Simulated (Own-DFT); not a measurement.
# Computed records: Hf₃₆O₇₁ (tetragonal hafnia with one neutral oxygen vacancy, atoms displaced)

A calculation, not a measurement: plane-wave PBE and HSE06 DFT by an unreviewed code, no spin, of a simulated cell at Gamma alone, so results move with cell size and shape, stress positive in tension, energies less offsets, not probed for a lower state with spin; hafnium file: forces about 75 meV/angstrom off all-electron values; oxygen file: force components 24 meV/angstrom off all-electron in a glass; k mesh not checked against a denser one; forces and stress are PBE's, HSE06 gives the energy alone, and its difference from PBE has offsets of its own; offsets are fitted by least squares, one for each functional and potential file, so energies compare only between cells with the same atoms and settings and are not formation energies; the far tail of each file's local potential was reset to the Coulomb form; each entry is a single point on an unrelaxed cell, so the pressure reflects the starting lattice, taken from the Materials Project, from which strain is counted, and rises with the displacements; printed positions are rounded, which can move forces by about a meV/angstrom; the program is a retired in-house code; no spin-orbit coupling. Program: Own-DFT development build.

Settings shared by all entries: first functional PBE; second functional HSE06; exact exchange share 0.25; screening 0.11 1/bohr; exchange divergence Gygi-Baldereschi; potential files PseudoDojo norm-conserving, scalar-relativistic, made for PBE, standard set; wave cutoff 48 hartree; occupations fixed; k mesh 1 x 1 x 1 centred on Gamma.

```yaml
- entry: 1
  formula: Hf36O71
  kind: "tetragonal hafnia with one neutral oxygen vacancy, atoms displaced"
  structure:
    cell_angstrom: [[10.78, 0.0, 0.0], [0.0, 10.78, 0.0], [0.0, 0.0, 10.4493]]
    atoms_fractional:
      - [Hf, 0.01254, 0.99904, 0.99855]
      - [Hf, 0.16654, 0.16806, 0.2477]
      - [O, 0.99295, 0.18159, 0.13591]
      - [O, 0.16399, 0.99024, 0.35255]
      - [O, 0.00104, 0.16422, 0.39689]
      - [O, 0.16646, 0.99879, 0.10894]
      - [Hf, 0.9847, 0.01338, 0.49625]
      - [Hf, 0.17074, 0.1623, 0.74814]
      - [O, 0.99875, 0.15233, 0.64852]
      - [O, 0.16245, 0.00543, 0.84835]
      - [O, 0.9962, 0.15468, 0.91879]
      - [O, 0.16014, 0.00214, 0.6039]
      - [Hf, 0.99066, 0.32927, 0.99069]
      - [Hf, 0.17267, 0.49211, 0.25042]
      - [O, 0.0032, 0.49464, 0.14835]
      - [O, 0.16386, 0.32461, 0.33797]
      - [O, 0.99713, 0.5101, 0.39679]
      - [O, 0.17248, 0.32882, 0.09966]
      - [Hf, 0.00929, 0.34556, 0.49638]
      - [Hf, 0.1631, 0.49587, 0.74884]
      - [O, 0.00111, 0.50415, 0.65467]
      - [O, 0.16157, 0.34141, 0.84233]
      - [O, 0.01079, 0.49788, 0.8971]
      - [O, 0.18417, 0.33288, 0.60525]
      - [Hf, 0.99403, 0.6726, 0.0037]
      - [Hf, 0.16301, 0.83878, 0.26366]
      - [O, 0.99836, 0.82642, 0.1558]
      - [O, 0.17496, 0.66066, 0.3476]
      - [O, 0.99006, 0.84505, 0.38271]
      - [O, 0.17277, 0.67023, 0.09581]
      - [Hf, 0.99515, 0.66213, 0.49347]
      - [Hf, 0.18461, 0.8185, 0.72656]
      - [O, 0.99368, 0.83511, 0.641]
      - [O, 0.16489, 0.67931, 0.85534]
      - [O, 0.0067, 0.83187, 0.90413]
      - [O, 0.15468, 0.66058, 0.59645]
      - [Hf, 0.34617, 0.00728, 0.01469]
      - [Hf, 0.51091, 0.16175, 0.24559]
      - [O, 0.34702, 0.17282, 0.15691]
      - [O, 0.50707, 0.0002, 0.33364]
      - [O, 0.33536, 0.16605, 0.40265]
      - [O, 0.50394, 0.99857, 0.11544]
      - [Hf, 0.33252, 0.9971, 0.5072]
      - [Hf, 0.50255, 0.16802, 0.75222]
      - [O, 0.31994, 0.16324, 0.64625]
      - [O, 0.512, 0.00198, 0.85544]
      - [O, 0.31992, 0.16823, 0.89696]
      - [O, 0.49571, 0.99011, 0.58302]
      - [Hf, 0.33054, 0.32982, 0.99922]
      - [Hf, 0.50259, 0.51129, 0.24757]
      - [O, 0.3418, 0.49776, 0.15367]
      - [O, 0.493, 0.34814, 0.34896]
      - [O, 0.51032, 0.32503, 0.09721]
      - [Hf, 0.34665, 0.33388, 0.49181]
      - [Hf, 0.50761, 0.50894, 0.76281]
      - [O, 0.33865, 0.50408, 0.65354]
      - [O, 0.50994, 0.34168, 0.83959]
      - [O, 0.31988, 0.49625, 0.89112]
      - [O, 0.50124, 0.3374, 0.6015]
      - [Hf, 0.33237, 0.66812, 0.99521]
      - [Hf, 0.5017, 0.82298, 0.25381]
      - [O, 0.33383, 0.82797, 0.16314]
      - [O, 0.4912, 0.67114, 0.33716]
      - [O, 0.33727, 0.82861, 0.40741]
      - [O, 0.50589, 0.67808, 0.09362]
      - [Hf, 0.33081, 0.67471, 0.49305]
      - [Hf, 0.50855, 0.82684, 0.74504]
      - [O, 0.33736, 0.84048, 0.6532]
      - [O, 0.48981, 0.66487, 0.84739]
      - [O, 0.34075, 0.84237, 0.90349]
      - [O, 0.50215, 0.66448, 0.60585]
      - [Hf, 0.66263, 0.00941, 0.99897]
      - [Hf, 0.82938, 0.16526, 0.24869]
      - [O, 0.66105, 0.1488, 0.13922]
      - [O, 0.83025, 0.01164, 0.34045]
      - [O, 0.66453, 0.17082, 0.40565]
      - [O, 0.83926, 0.99879, 0.08734]
      - [Hf, 0.6618, 0.99827, 0.49583]
      - [Hf, 0.83719, 0.16761, 0.74106]
      - [O, 0.65641, 0.18083, 0.6504]
      - [O, 0.82912, 0.00921, 0.83782]
      - [O, 0.66801, 0.16496, 0.90357]
      - [O, 0.83078, 0.00216, 0.5904]
      - [Hf, 0.67032, 0.34746, 0.98573]
      - [Hf, 0.83395, 0.4903, 0.24233]
      - [O, 0.67122, 0.51668, 0.16192]
      - [O, 0.82389, 0.33442, 0.34986]
      - [O, 0.65788, 0.49515, 0.38831]
      - [O, 0.82659, 0.34655, 0.10333]
      - [Hf, 0.66386, 0.32368, 0.49696]
      - [Hf, 0.83427, 0.49599, 0.74905]
      - [O, 0.65807, 0.4954, 0.65799]
      - [O, 0.8384, 0.34063, 0.85309]
      - [O, 0.65873, 0.49106, 0.90202]
      - [O, 0.82972, 0.32045, 0.60936]
      - [Hf, 0.67946, 0.67221, 0.00334]
      - [Hf, 0.83561, 0.82676, 0.24858]
      - [O, 0.66403, 0.84091, 0.15428]
      - [O, 0.82435, 0.66353, 0.34092]
      - [O, 0.67366, 0.81455, 0.4138]
      - [O, 0.84035, 0.66618, 0.09926]
      - [Hf, 0.66927, 0.66404, 0.50198]
      - [Hf, 0.84516, 0.83957, 0.74393]
      - [O, 0.65891, 0.82926, 0.6558]
      - [O, 0.84034, 0.65801, 0.83286]
      - [O, 0.66737, 0.83275, 0.88978]
      - [O, 0.82257, 0.66267, 0.60239]
  results:
    "PBE_energy_of_cell_above_offsets [eV]": "-88.470"
    "HSE06_less_PBE_above_offsets [eV]": "0.497"
    "PBE_pressure [GPa]": 5.15
    "PBE_stress_xx [GPa]": -3.8
    "PBE_stress_yy [GPa]": -6.88
    "PBE_stress_zz [GPa]": -4.77
    "PBE_stress_yz [GPa]": 2.08
    "PBE_stress_xz [GPa]": 1.72
    "PBE_stress_xy [GPa]": -0.46
    force_element: [Hf, Hf, O, O, O, O, Hf, Hf, O, O, O, O, Hf, Hf, O, O, O, O, Hf, Hf, O, O, O, O, Hf, Hf, O, O, O, O, Hf, Hf, O, O, O, O, Hf, Hf, O, O, O, O, Hf, Hf, O, O, O, O, Hf, Hf, O, O, O, Hf, Hf, O, O, O, O, Hf, Hf, O, O, O, O, Hf, Hf, O, O, O, O, Hf, Hf, O, O, O, O, Hf, Hf, O, O, O, O, Hf, Hf, O, O, O, O, Hf, Hf, O, O, O, O, Hf, Hf, O, O, O, O, Hf, Hf, O, O, O, O]
    "force_x [eV/angstrom]": [-0.454, 0.111, 0.419, 0.731, 0.083, 1.173, 3.296, -0.973, 0.118, 0.032, -0.455, 0.689, 1.505, 0.414, 0.147, -0.693, 0.252, -0.252, 0.248, 2.736, -1.548, -0.597, -0.977, -3.258, 4.451, 0.123, 0.668, -0.24, -0.08, -1.071, -1.056, -5.609, 1.285, 1.076, -2.019, 1.729, -1.451, -1.124, -2.076, 0.697, -0.176, -1.094, -2.767, -1.027, 3.906, -0.948, 1.454, 1.831, 0.692, 0.786, -1.263, -0.482, -0.046, 0.21, -2.95, -0.572, -0.737, 0.985, -0.843, -0.793, -0.451, 0.014, -0.522, -0.141, 0.222, 0.31, -1.263, 2.28, 0.457, -0.081, -0.534, 1.32, 0.686, 2.541, -0.756, -0.354, -0.277, -0.249, -0.926, 1.17, 0.134, -0.075, -2.527, -1.084, 0.238, -0.682, 1.127, 0.624, -0.361, -0.498, -0.348, 2.692, -0.029, 0.892, 1.502, -2.111, -0.026, 1.411, 0.98, -0.478, -1.841, -1.135, -1.605, 3.453, -0.453, 0.428, 2.108]
    "force_y [eV/angstrom]": [-2.195, -1.782, -0.419, 3.226, 2.469, 0.616, -2.337, -0.28, 1.252, -1.383, 3.65, -1.014, 0.724, 1.476, 0.026, 1.844, -2.816, -0.176, -1.356, 1.38, -1.029, -3.354, 0.941, 0.804, -0.712, -2.409, -0.217, 0.601, -1.603, -0.728, 2.93, 1.694, -0.435, -1.058, 0.446, 1.422, -1.681, 1.774, -0.651, -1.239, -0.847, 0.109, 1.991, 1.088, -0.844, 0.619, 0.017, 0.695, 1.237, -1.953, -0.004, -1.739, 0.885, 1.069, -1.23, 0.524, -2.912, 0.203, -1.156, 0.704, 3.508, 0.718, -2.406, 2.604, -0.645, -4.894, 0.117, -0.371, 1.703, -0.049, 0.988, -2.061, 1.125, 1.05, -2.166, -2.142, -0.126, -1.037, 0.194, -1.915, -1.727, 2.496, 0.016, -6.225, 0.826, 0.239, -0.779, 0.793, -0.6, 3.956, 0.524, 0.107, -1.813, 6.723, 1.263, 1.039, 1.102, -1.052, -0.512, 4.896, 0.382, -3.744, -0.387, 1.04, 1.57, -1.087, -0.093]
    "force_z [eV/angstrom]": [0.532, -1.264, 3.229, 1.153, -0.55, 0.072, 0.059, 0.826, 0.203, -0.015, -3.614, -1.293, 1.341, -1.926, 0.494, 2.13, -0.053, -0.426, 1.106, 0.704, -2.318, 1.039, 0.678, -2.144, -1.441, -3.205, -0.856, 0.74, 2.36, 0.149, 0.899, 4.407, -0.46, -1.709, -0.615, -0.364, -1.201, 0.366, -0.863, 2.958, -0.052, -2.533, -1.399, 0.455, 0.103, -0.895, 0.887, 1.568, 0.074, 0.026, -0.238, -0.015, -1.006, 1.125, -3.646, -0.498, 1.272, 2.106, -1.208, -0.032, -2.935, -0.229, 3.202, -0.391, -0.386, 1.544, 2.689, -2.041, 1.311, 0.521, -1.498, 0.144, -2.571, 1.848, 1.168, -1.59, 0.338, -0.67, 1.256, -0.05, -0.619, -1.338, 0.728, 3.746, 0.997, -2.621, 0.516, 2.343, -0.985, 1.439, -1.389, -0.536, 0.266, -1.379, -1.926, -0.33, -0.343, -0.156, 0.591, -1.696, 0.125, 0.867, 1.607, -1.71, 2.249, 1.769, -1.094]
- entry: 2
  formula: Hf36O71
  kind: "tetragonal hafnia with one neutral oxygen vacancy, atoms displaced"
  structure:
    cell_angstrom: [[10.78, 0.0, 0.0], [0.0, 10.78, 0.0], [0.0, 0.0, 10.4493]]
    atoms_fractional:
      - [Hf, 0.99832, 0.99982, 0.00048]
      - [Hf, 0.16691, 0.16666, 0.24941]
      - [O, 0.00197, 0.16631, 0.15089]
      - [O, 0.16545, 0.99201, 0.34725]
      - [O, 0.99966, 0.16998, 0.39683]
      - [O, 0.16109, 0.9996, 0.09105]
      - [Hf, 0.00346, 0.99891, 0.49698]
      - [Hf, 0.16886, 0.1744, 0.74846]
      - [O, 0.99923, 0.16522, 0.65]
      - [O, 0.16909, 0.99584, 0.84507]
      - [O, 0.99853, 0.15937, 0.90754]
      - [O, 0.16028, 0.99937, 0.59951]
      - [Hf, 0.99955, 0.33121, 0.99606]
      - [Hf, 0.16849, 0.49353, 0.2462]
      - [O, 0.9987, 0.50278, 0.15226]
      - [O, 0.16917, 0.33855, 0.3491]
      - [O, 0.00072, 0.49745, 0.40292]
      - [O, 0.17135, 0.33124, 0.09375]
      - [Hf, 0.99782, 0.33332, 0.50274]
      - [Hf, 0.16889, 0.4995, 0.74772]
      - [O, 0.99587, 0.49307, 0.65074]
      - [O, 0.16775, 0.33913, 0.85184]
      - [O, 0.00719, 0.49825, 0.90479]
      - [O, 0.16635, 0.33395, 0.59734]
      - [Hf, 0.00276, 0.66902, 0.00093]
      - [Hf, 0.16973, 0.83423, 0.24414]
      - [O, 0.99905, 0.83734, 0.14726]
      - [O, 0.16757, 0.66888, 0.34577]
      - [O, 0.00155, 0.83481, 0.40395]
      - [O, 0.16949, 0.66511, 0.09539]
      - [Hf, 0.00322, 0.66809, 0.49209]
      - [Hf, 0.16353, 0.83369, 0.7462]
      - [O, 0.00281, 0.83133, 0.65208]
      - [O, 0.17045, 0.6718, 0.85465]
      - [O, 0.0006, 0.83422, 0.90561]
      - [O, 0.16762, 0.66724, 0.59885]
      - [Hf, 0.33465, 0.99946, 0.99819]
      - [Hf, 0.50106, 0.17103, 0.24645]
      - [O, 0.33802, 0.16837, 0.15384]
      - [O, 0.49887, 0.00041, 0.35111]
      - [O, 0.33327, 0.16417, 0.40902]
      - [O, 0.50221, 0.99623, 0.10178]
      - [Hf, 0.32914, 0.99411, 0.50209]
      - [Hf, 0.49904, 0.16857, 0.75095]
      - [O, 0.32986, 0.16828, 0.65631]
      - [O, 0.50124, 0.00346, 0.84787]
      - [O, 0.33585, 0.17037, 0.90536]
      - [O, 0.49994, 0.99685, 0.59332]
      - [Hf, 0.33157, 0.32997, 0.00058]
      - [Hf, 0.50391, 0.50538, 0.25282]
      - [O, 0.33679, 0.50177, 0.15252]
      - [O, 0.49946, 0.33294, 0.34971]
      - [O, 0.33596, 0.49784, 0.40781]
      - [O, 0.49868, 0.33136, 0.09776]
      - [Hf, 0.3325, 0.3292, 0.50152]
      - [Hf, 0.49917, 0.49478, 0.74909]
      - [O, 0.33447, 0.5035, 0.64876]
      - [O, 0.5042, 0.33048, 0.84882]
      - [O, 0.3317, 0.50107, 0.90418]
      - [O, 0.49767, 0.33282, 0.59236]
      - [Hf, 0.33451, 0.66455, 0.00033]
      - [Hf, 0.50135, 0.83194, 0.24996]
      - [O, 0.50198, 0.66149, 0.34659]
      - [O, 0.33861, 0.83521, 0.40533]
      - [O, 0.50101, 0.66828, 0.1015]
      - [Hf, 0.32797, 0.66575, 0.49702]
      - [Hf, 0.49506, 0.83042, 0.74772]
      - [O, 0.33342, 0.83049, 0.64633]
      - [O, 0.49847, 0.66668, 0.84988]
      - [O, 0.33073, 0.83019, 0.90046]
      - [O, 0.49543, 0.66647, 0.60209]
      - [Hf, 0.66795, 0.99585, 0.99951]
      - [Hf, 0.8279, 0.16684, 0.2456]
      - [O, 0.66464, 0.16515, 0.15381]
      - [O, 0.82802, 0.99896, 0.34476]
      - [O, 0.66687, 0.16843, 0.40615]
      - [O, 0.83531, 0.99979, 0.09839]
      - [Hf, 0.66632, 0.99702, 0.49736]
      - [Hf, 0.83326, 0.16638, 0.75265]
      - [O, 0.66472, 0.16846, 0.65413]
      - [O, 0.83102, 0.99724, 0.84313]
      - [O, 0.66265, 0.17296, 0.90415]
      - [O, 0.82853, 0.00232, 0.59799]
      - [Hf, 0.66521, 0.33457, 0.99919]
      - [Hf, 0.83315, 0.50235, 0.24897]
      - [O, 0.66771, 0.50257, 0.1537]
      - [O, 0.83594, 0.33679, 0.34887]
      - [O, 0.66633, 0.49974, 0.40118]
      - [O, 0.83006, 0.33634, 0.10015]
      - [Hf, 0.66743, 0.33367, 0.4965]
      - [Hf, 0.83663, 0.50064, 0.75016]
      - [O, 0.6657, 0.49733, 0.65263]
      - [O, 0.83319, 0.3357, 0.8486]
      - [O, 0.66955, 0.50193, 0.90188]
      - [O, 0.83132, 0.33417, 0.59521]
      - [Hf, 0.67033, 0.6666, 0.9965]
      - [Hf, 0.8294, 0.82967, 0.25126]
      - [O, 0.66647, 0.83493, 0.14912]
      - [O, 0.83506, 0.66596, 0.34632]
      - [O, 0.66415, 0.82961, 0.40157]
      - [O, 0.8367, 0.66181, 0.10308]
      - [Hf, 0.67158, 0.66639, 0.49903]
      - [Hf, 0.8348, 0.83231, 0.74525]
      - [O, 0.65983, 0.83461, 0.65025]
      - [O, 0.83339, 0.66827, 0.84706]
      - [O, 0.66427, 0.83356, 0.90551]
      - [O, 0.83706, 0.66452, 0.60398]
  results:
    "PBE_energy_of_cell_above_offsets [eV]": "-100.590"
    "HSE06_less_PBE_above_offsets [eV]": "-0.123"
    "PBE_pressure [GPa]": 0.9
    "PBE_stress_xx [GPa]": -0.18
    "PBE_stress_yy [GPa]": -0.96
    "PBE_stress_zz [GPa]": -1.55
    "PBE_stress_yz [GPa]": -0.33
    "PBE_stress_xz [GPa]": -0.04
    "PBE_stress_xy [GPa]": 0.04
    force_element: [Hf, Hf, O, O, O, O, Hf, Hf, O, O, O, O, Hf, Hf, O, O, O, O, Hf, Hf, O, O, O, O, Hf, Hf, O, O, O, O, Hf, Hf, O, O, O, O, Hf, Hf, O, O, O, O, Hf, Hf, O, O, O, O, Hf, Hf, O, O, O, O, Hf, Hf, O, O, O, O, Hf, Hf, O, O, O, Hf, Hf, O, O, O, O, Hf, Hf, O, O, O, O, Hf, Hf, O, O, O, O, Hf, Hf, O, O, O, O, Hf, Hf, O, O, O, O, Hf, Hf, O, O, O, O, Hf, Hf, O, O, O, O]
    "force_x [eV/angstrom]": [-0.145, -0.187, -0.244, 0.062, 0.49, 1.961, -1.206, -0.807, 0.13, 0.226, -0.009, 0.902, -0.447, 0.097, 0.851, 0.064, 0.148, -1.334, -0.531, -0.135, 1.289, -0.211, -0.499, -0.076, 0.188, -0.062, 0.071, -0.05, -0.525, -0.194, -0.037, 1.031, -1.098, -0.572, -0.301, -0.922, -0.036, -0.074, -1.319, 0.329, -0.641, -0.607, 1.13, 0.752, 0.355, -0.287, -0.464, -0.654, 1.184, -0.548, -0.365, 0.094, -0.298, 0.458, 0.42, 0.164, -0.524, -0.366, 0.184, 0.228, 0.294, -0.684, -0.072, -0.214, 0.077, 1.26, 0.174, -0.829, 0.27, 0.728, 0.876, -0.32, 1.065, 0.266, 0.078, 0.298, -0.814, -0.618, -0.632, 0.227, -0.186, 0.679, 1.141, -0.177, 0.198, -0.29, -0.353, 0.218, 0.607, -0.278, -0.963, 0.261, 0.591, -0.187, 0.212, -0.447, 0.587, 0.531, -0.034, 0.386, -0.522, -1.257, -0.599, 1.373, 0.086, 0.195, -0.238]
    "force_y [eV/angstrom]": [-1.079, -0.04, 0.381, 1.336, -0.853, -0.029, 1.067, -1.245, 0.423, 1.332, 1.922, 0.018, 0.179, 1.235, -0.513, -1.501, 0.807, 0.064, -0.068, 1.166, 0.232, -1.222, 0.526, -0.115, -0.202, -0.48, -0.67, -0.31, -0.434, 0.575, -0.602, -0.151, 0.085, -0.939, -0.193, -0.342, -0.6, -0.566, -0.322, -0.015, -0.177, -0.353, 0.635, -0.555, -0.042, -0.55, -0.723, 0.356, 1.193, -1.42, -0.153, 0.132, 0.232, 0.002, 0.552, 1.186, -0.504, 0.917, -0.885, 0.024, 0.112, 0.672, 1.614, -0.924, 0.482, -0.33, -0.047, 0.549, -0.482, 0.955, 0.006, 0.66, 0.315, 0.061, -0.113, -0.379, 0.371, 0.638, -0.151, 0.03, 0.317, -1.354, -0.429, 0.405, -0.969, -0.006, -0.62, 0.496, -0.448, -0.106, 0.062, 0.19, -0.518, -0.275, -0.233, -0.105, 0.957, -0.152, 0.273, -0.136, 0.571, -0.482, 0.158, -0.395, -0.061, -0.241, 0.333]
    "force_z [eV/angstrom]": [0.123, 0.402, 0.274, -0.164, 0.477, 0.933, 0.142, 0.485, 0.568, -0.304, -1.243, -0.307, 0.843, 0.035, 0.073, -0.44, -0.007, 0.98, -0.557, 0.452, 0.351, -0.651, -0.351, 0.729, 0.042, -0.54, 1.111, -0.047, -0.36, 0.635, 0.782, 1.174, -0.401, -1.333, -0.884, -0.174, -0.176, 1.396, -0.125, -0.949, -0.528, -0.602, -0.03, -0.34, -0.094, 0.013, -0.478, 0.508, 0.161, -0.496, 0.299, -0.559, -0.605, -0.132, -0.679, -0.218, 0.891, -0.259, -0.522, 0.946, -0.247, 0.042, 0.641, -1.216, -0.301, 0.508, 0.098, 0.499, -0.156, 0.833, -0.924, -0.002, 0.892, -0.429, -0.002, -0.626, -0.191, 0.257, -0.835, 0.346, 0.418, 0.092, -0.338, 0.274, -0.223, -0.243, -0.371, 0.067, -0.459, 0.487, -0.192, 0.118, 0.079, 0.073, 0.437, 0.628, -0.879, 0.465, 1.03, -0.399, -0.695, 1.213, 0.021, 0.208, 0.379, -0.551, -1.1]
```
